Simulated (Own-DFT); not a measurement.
# Response to strain: beta-Si3N4, 112 atoms (N64Si48)

All numbers below are calculated, not measured. They come from Own-DFT, an in-house plane-wave density functional program, since retired, whose code no person has reviewed. Each row is one single-point run on a periodic cell that was not relaxed, without spin or spin-orbit coupling.

Settings of every run: PBE; PseudoDojo norm-conserving scalar-relativistic files; cutoff 42 hartree; 2 x 2 x 4 k mesh centred on Gamma; Fermi-Dirac smearing of 0.1 eV.

Known limits: forces on such cells moved up to 12 meV/angstrom on a denser k mesh; stress not checked against mesh or cutoff.

Unstrained cell vectors in Å: (15.212, 0.000, 0.000); (-7.606, 13.174, 0.000); (0.000, 0.000, 5.818). The unstrained cell has measured lattice constants (interpolated for alloys), not those of this functional. That, the random moves and any unrelaxed bonds set the pressure at no strain. Each run strains this cell uniformly, with the atoms carried along. Every atom was also moved at random, by a Gaussian of width 0.05 Å on each axis. Strain is the symmetric tensor, in per cent. Stress is positive in tension, and the pressure is minus a third of its trace.

```
run,e_xx (%),e_yy (%),e_zz (%),e_yz (%),e_xz (%),e_xy (%),s_xx (GPa),s_yy (GPa),s_zz (GPa),s_yz (GPa),s_xz (GPa),s_xy (GPa),P (GPa),E (meV/atom)
1,-0.77,-1.02,-0.20,-0.51,-1.98,-1.16,-13.30,-14.84,-13.32,-2.01,-7.38,-4.51,13.82,44.5
2,1.22,-0.39,1.06,-0.11,1.96,-1.88,-0.51,-8.37,-2.65,-1.45,5.14,-7.32,3.84,33.6
3,1.52,-1.93,-1.07,-1.52,0.27,0.93,-3.72,-15.48,-17.35,-4.76,-0.24,3.39,12.18,36.2
4,0.26,1.36,-1.06,0.90,0.91,-1.68,-6.34,-1.22,-13.82,2.80,5.23,-5.71,7.13,26.8
5,1.17,-0.41,0.75,-1.13,-0.27,1.68,0.30,-8.34,-5.37,-4.08,-0.25,4.05,4.47,23.6
6,1.95,-0.87,-0.50,-1.65,-0.86,-0.62,0.40,-9.77,-11.31,-5.90,-3.44,-1.96,6.89,24.6
7,-0.84,0.93,0.94,1.19,-1.57,1.39,-7.87,-5.92,-3.79,4.89,-4.51,4.59,5.86,24.9
8,-1.06,0.00,0.17,-0.23,-0.64,-0.24,-12.79,-6.87,-14.26,0.53,-4.34,1.13,11.31,50.5
9,1.93,-1.34,-1.27,0.61,0.13,-0.19,0.25,-14.41,-18.19,4.46,0.28,0.03,10.78,32.9
10,1.64,1.37,-1.14,-0.51,1.15,-0.48,0.29,2.71,-15.77,-2.43,3.35,-1.54,4.26,23.2
11,-0.34,-0.66,-0.09,-1.95,0.47,1.28,-10.26,-12.22,-11.68,-7.34,1.53,6.15,11.39,30.1
12,0.38,1.97,0.54,0.00,-0.47,-0.17,-1.81,4.41,-4.84,-0.30,-3.11,0.56,0.75,0.0
13,0.31,-1.89,0.14,-1.55,1.69,1.41,-7.70,-15.68,-11.91,-6.02,4.12,4.50,11.76,34.1
14,-1.89,-1.33,-1.30,-0.64,1.83,1.79,-22.06,-20.93,-20.44,-3.61,4.92,9.00,21.14,58.3
15,0.72,-0.16,0.84,-1.30,-1.18,-1.00,-0.96,-6.64,-5.56,-3.36,-5.84,-2.72,4.39,28.8
16,0.07,-0.59,1.90,0.67,0.87,1.83,-7.04,-6.12,0.38,0.77,2.88,5.61,4.26,13.0
17,-1.48,-0.29,-1.56,1.02,0.78,1.63,?,?,?,?,?,?,?,?
```

E is the free energy for each atom above the lowest run shown.

## Worked fit

Each stress component was fitted by least squares to a constant and the strains of the runs shown, as fractions, with shears doubled. Shear strains stay in the fit of a normal stress only where such slopes are resolved. The slopes, in GPa:

| stress | at no strain | per e_xx | per e_yy | per e_zz | scatter |
|---|---|---|---|---|---|
| s_xx | -7.5 | 537 ± 24 | 132 ± 24 | 158 ± 29 | 1.08 |
| s_yy | -7.7 | 175 ± 39 | 530 ± 38 | 117 ± 46 | 1.71 |
| s_zz | -10.6 | 100 ± 31 | 99 ± 31 | 596 ± 37 | 1.39 |

Each shear stress against twice its own strain: yz 191 ± 14, xz 164 ± 13, xy 172 ± 12 GPa. These are stiffnesses along x, y and z of the frame in which the cell vectors are given, which need not be the crystal's axes. The atoms are held to the strained lattice; where symmetry lets them move under strain, relaxing them would lower some slopes. The table should be nearly symmetric about its diagonal, and what it lacks of that shows the noise. A ninth of its sum, 272 ± 6 GPa, estimates the bulk modulus near the mean pressure of these runs, 8.4 GPa, so it lies above the value at zero pressure.

## Withheld run

Question: what normal stresses and pressure should run 17 give?

The fit gives s_xx = -18.3, s_yy = -13.7, s_zz = -21.7 and P = 17.9 GPa. The calculation gave -16.68, -12.34, -26.58 and P = 18.53 GPa. This run lies off the fit, by chance or by something that the fit leaves out.
